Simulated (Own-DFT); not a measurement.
Si23GeO48 (quartz with substituted atoms, atoms displaced) (calculated)

A calculation, not a measurement: plane-wave PBE and HSE06 DFT by an unreviewed code, no spin, of a simulated cell at Gamma alone, so results move with cell size and shape, stress positive in tension, energies less offsets, not probed for a lower state with spin; oxygen file: force components 24 meV/angstrom off all-electron in a glass; k mesh not checked against a denser one; forces and stress are PBE's, HSE06 gives the energy alone, and its difference from PBE has offsets of its own; offsets are fitted by least squares, one for each functional and potential file, so energies compare only between cells with the same atoms and settings and are not formation energies; the far tail of each file's local potential was reset to the Coulomb form; each entry is a single point on an unrelaxed cell, so the pressure reflects the starting lattice, mostly measured values (interpolated for alloys), from which strain is counted, and rises with the displacements; printed positions are rounded, which can move forces by about a meV/angstrom; the program, named Own-DFT, is a retired in-house code; no spin-orbit coupling. Program: Own-DFT development build.

Common to all runs: first functional PBE; second functional HSE06; exact exchange share 0.25; screening 0.11 1/bohr; exchange divergence Gygi-Baldereschi; potential files PseudoDojo norm-conserving, scalar-relativistic, made for PBE, standard set; wave cutoff 48 hartree; occupations fixed; k mesh 1 x 1 x 1 centred on Gamma.

(1) 
```cif
# cell vector a (Å): 9.8268 0.0000 0.0000
# cell vector b (Å): -4.9134 8.5103 0.0000
# cell vector c (Å): 0.0000 0.0000 10.8104
data_Si23GeO48
_symmetry_space_group_name_H-M 'P 1'
_symmetry_Int_Tables_number 1
_cell_length_a 9.8268
_cell_length_b 9.8268
_cell_length_c 10.8104
_cell_angle_alpha 90.000
_cell_angle_beta 90.000
_cell_angle_gamma 120.000
_cell_volume 904.06
loop_
_atom_site_label
_atom_site_type_symbol
_atom_site_fract_x
_atom_site_fract_y
_atom_site_fract_z
_atom_site_occupancy
Si1 Si 0.22654 0.00449 0.01227 1
Si2 Si 0.99514 0.23224 0.33822 1
Si3 Si 0.26359 0.26449 0.16984 1
O1 O 0.20444 0.13471 0.06291 1
O2 O 0.42610 0.29756 0.22448 1
O3 O 0.36626 0.07332 0.39302 1
O4 O 0.06869 0.36763 0.44283 1
O5 O 0.12844 0.20520 0.28444 1
O6 O 0.29427 0.42698 0.10376 1
Si4 Si 0.23729 0.99744 0.50626 1
Si5 Si 0.99395 0.23083 0.83510 1
Si6 Si 0.25018 0.25288 0.65846 1
O7 O 0.20315 0.13759 0.55881 1
O8 O 0.42687 0.30179 0.71798 1
O9 O 0.35929 0.07384 0.88771 1
O10 O 0.06475 0.36488 0.93727 1
O11 O 0.13981 0.21026 0.78109 1
O12 O 0.29252 0.43008 0.61198 1
Si7 Si 0.23572 0.50177 0.00122 1
Si8 Si 0.99353 0.72731 0.32975 1
Si9 Si 0.26490 0.76391 0.16702 1
O13 O 0.21192 0.64007 0.06151 1
O14 O 0.42615 0.79223 0.22348 1
O15 O 0.35691 0.56816 0.40118 1
O16 O 0.07289 0.86553 0.44047 1
O17 O 0.12755 0.70277 0.27909 1
O18 O 0.28881 0.92499 0.10437 1
Si10 Si 0.24729 0.50547 0.51037 1
Si11 Si 0.00336 0.73398 0.82879 1
Si12 Si 0.26651 0.76505 0.66715 1
O19 O 0.20911 0.63565 0.56031 1
O20 O 0.42906 0.79112 0.72787 1
O21 O 0.36245 0.56747 0.89107 1
O22 O 0.07226 0.87392 0.94059 1
O23 O 0.13839 0.70302 0.76695 1
O24 O 0.28751 0.93545 0.61054 1
Si13 Si 0.72984 0.99450 0.00290 1
Ge1 Ge 0.49304 0.23289 0.32275 1
Si14 Si 0.76115 0.26504 0.17139 1
O25 O 0.70652 0.13864 0.05976 1
O26 O 0.92717 0.29517 0.22187 1
O27 O 0.87166 0.07880 0.38881 1
O28 O 0.57634 0.36070 0.43197 1
O29 O 0.62957 0.20694 0.27059 1
O30 O 0.79783 0.43389 0.10508 1
Si15 Si 0.73285 0.99929 0.50728 1
Si16 Si 0.49019 0.22361 0.83165 1
Si17 Si 0.77900 0.27736 0.66407 1
O31 O 0.71331 0.13096 0.55867 1
O32 O 0.92511 0.29223 0.71665 1
O33 O 0.87080 0.07961 0.89437 1
O34 O 0.56556 0.36978 0.94622 1
O35 O 0.63420 0.19903 0.77635 1
O36 O 0.79261 0.42527 0.60445 1
Si18 Si 0.73580 0.50815 0.99895 1
Si19 Si 0.49769 0.73323 0.33728 1
Si20 Si 0.77151 0.76020 0.17504 1
O37 O 0.71736 0.63937 0.06577 1
O38 O 0.92116 0.79185 0.22500 1
O39 O 0.86278 0.57487 0.39114 1
O40 O 0.57230 0.85910 0.44681 1
O41 O 0.63994 0.71599 0.26632 1
O42 O 0.79434 0.92632 0.10619 1
Si21 Si 0.73294 0.49677 0.50609 1
Si22 Si 0.49844 0.73369 0.83021 1
Si23 Si 0.76581 0.76739 0.65988 1
O43 O 0.71301 0.63758 0.55379 1
O44 O 0.93007 0.79540 0.72710 1
O45 O 0.86289 0.57687 0.89680 1
O46 O 0.57377 0.86407 0.94774 1
O47 O 0.63091 0.70771 0.76795 1
O48 O 0.78680 0.91736 0.61266 1
_calc_PBE_energy_of_cell_above_offsets '-14.409'  # eV
_calc_HSE06_less_PBE_above_offsets '-0.292'  # eV
_calc_PBE_pressure 11.88  # GPa
_calc_PBE_stress_xx -13.02  # GPa
_calc_PBE_stress_yy -11.48  # GPa
_calc_PBE_stress_zz -11.15  # GPa
_calc_PBE_stress_yz 1.26  # GPa
_calc_PBE_stress_xz -1.46  # GPa
_calc_PBE_stress_xy 2.05  # GPa
```

Force:
```csv
element,x (eV/Å),y (eV/Å),z (eV/Å)
Si,2.831,-2.682,-5.759
Si,-0.273,5.779,-2.162
Si,-3.113,0.832,1.005
O,-2.417,2.488,1.502
O,-5.316,3.352,-6.341
O,-1.857,-4.805,2.757
O,1.073,1.475,1.419
O,3.755,0.424,-2.812
O,0.463,-0.748,1.267
Si,-4.35,2.251,-6.412
Si,1.759,3.02,-2.52
Si,1.449,6.393,7.209
O,0.64,-5.507,-5.563
O,0.878,-1.467,0.879
O,-2.187,-3.732,3.206
O,0.792,2.368,1.573
O,-1.094,-0.39,-0.57
O,1.92,-2.003,2.648
Si,-1.653,-1.157,-1.463
Si,-0.495,2.913,1.885
Si,-1.889,0.806,1.892
O,0.01,-1.935,-1.824
O,1.352,-0.05,1.721
O,3.881,3.266,-4.829
O,0.016,-0.199,-0.191
O,3.224,0.22,-2.424
O,1.044,-0.305,1.764
Si,-6.404,-2.829,-1.437
Si,-0.273,0.723,2.562
Si,1.41,2.17,-1.981
O,-0.468,0.907,0.052
O,-2.194,1.382,-2.241
O,0.363,1.055,-0.552
O,-0.047,-1.569,-1.094
O,-3.098,-0.942,3.124
O,4.448,-3.609,5.289
Si,1.358,3.491,0.971
Ge,1.484,-1.696,4.154
Si,1.455,1.978,-3.4
O,0.332,-1.387,-0.699
O,1.045,-0.2,1.43
O,-3.431,-6.72,4.275
O,0.772,5.172,5.563
O,4.95,-1.947,-1.117
O,0.264,-1.008,0.938
Si,3.324,-1.59,-3.558
Si,1.103,6.065,-1.606
Si,-5.258,-5.639,0.5
O,-2.675,3.664,2.033
O,6.082,0.484,3.227
O,-2.056,-4.143,1.74
O,0.276,-1.088,-1.506
O,0.178,1.107,-1.247
O,0.45,1.619,0.76
Si,-0.808,-3.65,1.462
Si,0.636,-0.809,-1.706
Si,-6.025,2.614,-6.644
O,-1.244,-0.266,-0.903
O,8.114,1.672,3.554
O,-0.941,-2.213,1.447
O,-0.117,0.38,0.267
O,-4.927,-1.813,4.824
O,1.09,-0.801,1.088
Si,-1.296,-0.297,-5.192
Si,1.5,-0.694,3.559
Si,2.665,-5.036,4.41
O,-0.868,0.109,0.254
O,-1.091,-0.016,-1.446
O,2.493,1.706,-3.178
O,-1.88,-2.875,-2.656
O,0.987,-0.349,-0.175
O,-2.119,6.283,-3.008
```

(2) 
```cif
# cell vector a (Å): 9.8268 0.0000 0.0000
# cell vector b (Å): -4.9134 8.5103 0.0000
# cell vector c (Å): 0.0000 0.0000 10.8104
data_Si23GeO48
_symmetry_space_group_name_H-M 'P 1'
_symmetry_Int_Tables_number 1
_cell_length_a 9.8268
_cell_length_b 9.8268
_cell_length_c 10.8104
_cell_angle_alpha 90.000
_cell_angle_beta 90.000
_cell_angle_gamma 120.000
_cell_volume 904.06
loop_
_atom_site_label
_atom_site_type_symbol
_atom_site_fract_x
_atom_site_fract_y
_atom_site_fract_z
_atom_site_occupancy
Ge1 Ge 0.23403 0.99564 0.00234 1
Si1 Si 0.99831 0.23273 0.34037 1
Si2 Si 0.26725 0.27025 0.16569 1
O1 O 0.19985 0.12263 0.05506 1
O2 O 0.42563 0.29252 0.22407 1
O3 O 0.36802 0.08101 0.39610 1
O4 O 0.08332 0.36498 0.44631 1
O5 O 0.13213 0.21588 0.27553 1
O6 O 0.29486 0.42615 0.11521 1
Si3 Si 0.23494 0.00095 0.49302 1
Si4 Si 0.99996 0.23160 0.83779 1
Si5 Si 0.26151 0.26796 0.66224 1
O7 O 0.20366 0.12709 0.55744 1
O8 O 0.42289 0.28986 0.73555 1
O9 O 0.36340 0.07153 0.88994 1
O10 O 0.07855 0.37737 0.94342 1
O11 O 0.12506 0.19609 0.77353 1
O12 O 0.29161 0.42702 0.59798 1
Si6 Si 0.22959 0.50076 0.00266 1
Si7 Si 0.99852 0.74255 0.33774 1
Si8 Si 0.26190 0.76673 0.16876 1
O13 O 0.20774 0.63558 0.05811 1
O14 O 0.41952 0.79058 0.21983 1
O15 O 0.38320 0.58037 0.38489 1
O16 O 0.06991 0.87164 0.43996 1
O17 O 0.12630 0.70247 0.27225 1
O18 O 0.28465 0.92009 0.10883 1
Si9 Si 0.22953 0.49800 0.49502 1
Si10 Si 0.00216 0.73516 0.83297 1
Si11 Si 0.26766 0.76564 0.66757 1
O19 O 0.20716 0.63060 0.56730 1
O20 O 0.42360 0.79542 0.72378 1
O21 O 0.37086 0.56482 0.89672 1
O22 O 0.07205 0.85482 0.94631 1
O23 O 0.12739 0.70520 0.77305 1
O24 O 0.29370 0.93403 0.61040 1
Si12 Si 0.72899 0.99401 0.99944 1
Si13 Si 0.50271 0.23774 0.33784 1
Si14 Si 0.76679 0.27248 0.17403 1
O25 O 0.71260 0.13861 0.05792 1
O26 O 0.92982 0.28901 0.23804 1
O27 O 0.86064 0.07343 0.40069 1
O28 O 0.56828 0.36652 0.43519 1
O29 O 0.63692 0.20784 0.26833 1
O30 O 0.79965 0.43214 0.10349 1
Si15 Si 0.73898 0.99866 0.50646 1
Si16 Si 0.49799 0.24076 0.84098 1
Si17 Si 0.76668 0.26021 0.66627 1
O31 O 0.69524 0.12376 0.55832 1
O32 O 0.92952 0.29366 0.72620 1
O33 O 0.86086 0.07540 0.89283 1
O34 O 0.58714 0.38529 0.93226 1
O35 O 0.62659 0.19653 0.77757 1
O36 O 0.79593 0.42956 0.60931 1
Si18 Si 0.73514 0.49173 0.00019 1
Si19 Si 0.49677 0.73039 0.33548 1
Si20 Si 0.75430 0.77132 0.16437 1
O37 O 0.69297 0.63093 0.05929 1
O38 O 0.92763 0.79512 0.22308 1
O39 O 0.86498 0.57443 0.39401 1
O40 O 0.58355 0.86968 0.43623 1
O41 O 0.62590 0.70706 0.27006 1
O42 O 0.78708 0.91500 0.11218 1
Si21 Si 0.74402 0.50862 0.50154 1
Si22 Si 0.50197 0.74138 0.83157 1
Si23 Si 0.75681 0.76232 0.65749 1
O43 O 0.71154 0.63118 0.56653 1
O44 O 0.92786 0.79817 0.71979 1
O45 O 0.86429 0.57473 0.88760 1
O46 O 0.57828 0.86624 0.93218 1
O47 O 0.64270 0.71599 0.77723 1
O48 O 0.78941 0.92258 0.61038 1
_calc_PBE_energy_of_cell_above_offsets '-14.218'  # eV
_calc_HSE06_less_PBE_above_offsets '-0.368'  # eV
_calc_PBE_pressure 12.93  # GPa
_calc_PBE_stress_xx -10.77  # GPa
_calc_PBE_stress_yy -17.18  # GPa
_calc_PBE_stress_zz -10.84  # GPa
_calc_PBE_stress_yz 0.5  # GPa
_calc_PBE_stress_xz -0.49  # GPa
_calc_PBE_stress_xy -0.67  # GPa
```

Force:
```csv
element,x (eV/Å),y (eV/Å),z (eV/Å)
Ge,1.353,-1.047,-3.609
Si,1.064,-1.012,1.175
Si,0.014,-4.767,0.501
O,-6.109,8.645,5.216
O,1.61,-0.437,0.902
O,1.28,-0.782,-1.615
O,-3.946,-3.941,-2.177
O,2.287,-0.863,-0.782
O,-2.265,3.638,-2.806
Si,0.387,-0.821,3.866
Si,-0.55,2.137,-0.188
Si,1.694,-2.035,1.561
O,-1.369,2.384,1.127
O,-3.139,1.127,-2.962
O,2.649,1.64,-2.309
O,-2.628,-4.773,-2.75
O,1.094,0.73,-0.977
O,1.353,-0.185,1.355
Si,4.986,2.012,1.193
Si,0.076,-1.626,-3.751
Si,-0.794,-2.282,-0.574
O,-1.089,1.033,0.704
O,3.282,0.252,2.601
O,-5.229,-9.615,5.923
O,-0.33,0.261,0.699
O,-0.614,-0.048,1.288
O,3.785,-0.752,4.749
Si,4.166,5.886,1.028
Si,-3.718,0.782,-0.897
Si,-4.367,1.458,-0.154
O,0.088,-1.142,-2.125
O,3.18,0.418,1.655
O,-0.27,1.849,-0.629
O,-3.189,-3.35,-1.895
O,3.613,-0.193,-1.757
O,0.313,-1.218,-0.759
Si,1.084,2.245,1.897
Si,-0.183,-0.901,-4.306
Si,4.539,-0.119,-4.104
O,0.06,0.196,1.071
O,-4.005,1.516,-3.081
O,2.317,1.287,-1.641
O,1.669,4.258,3.64
O,-3.916,-1.286,3.892
O,2.038,-1.49,2.735
Si,-2.555,-0.7,-0.819
Si,2.344,-2.067,-1.34
Si,-2.668,0.016,1.187
O,-0.283,1.572,1.186
O,0.62,-0.087,0.263
O,0.299,-1.056,0.62
O,-3.437,-3.944,-1.258
O,0.631,1.048,-0.832
O,0.393,-0.997,-0.106
Si,-0.233,7.95,0.028
Si,0.641,8.957,-4.428
Si,6.806,-12.03,4.022
O,1.597,-0.928,-0.142
O,-1.378,-0.177,0.288
O,1.115,0.833,-1.222
O,-0.934,-0.773,0.194
O,1.284,-0.427,0.21
O,-4.882,12.33,-6.693
Si,-1.171,-4.239,0.225
Si,0.359,-4.994,-1.439
Si,3.134,1.069,7.062
O,-1.32,-2.232,-3.135
O,0.285,-0.446,0.654
O,-0.264,-1.268,1.044
O,-1.213,1.568,2.443
O,-1.165,-0.486,-0.477
O,-0.273,2.445,-0.471
```
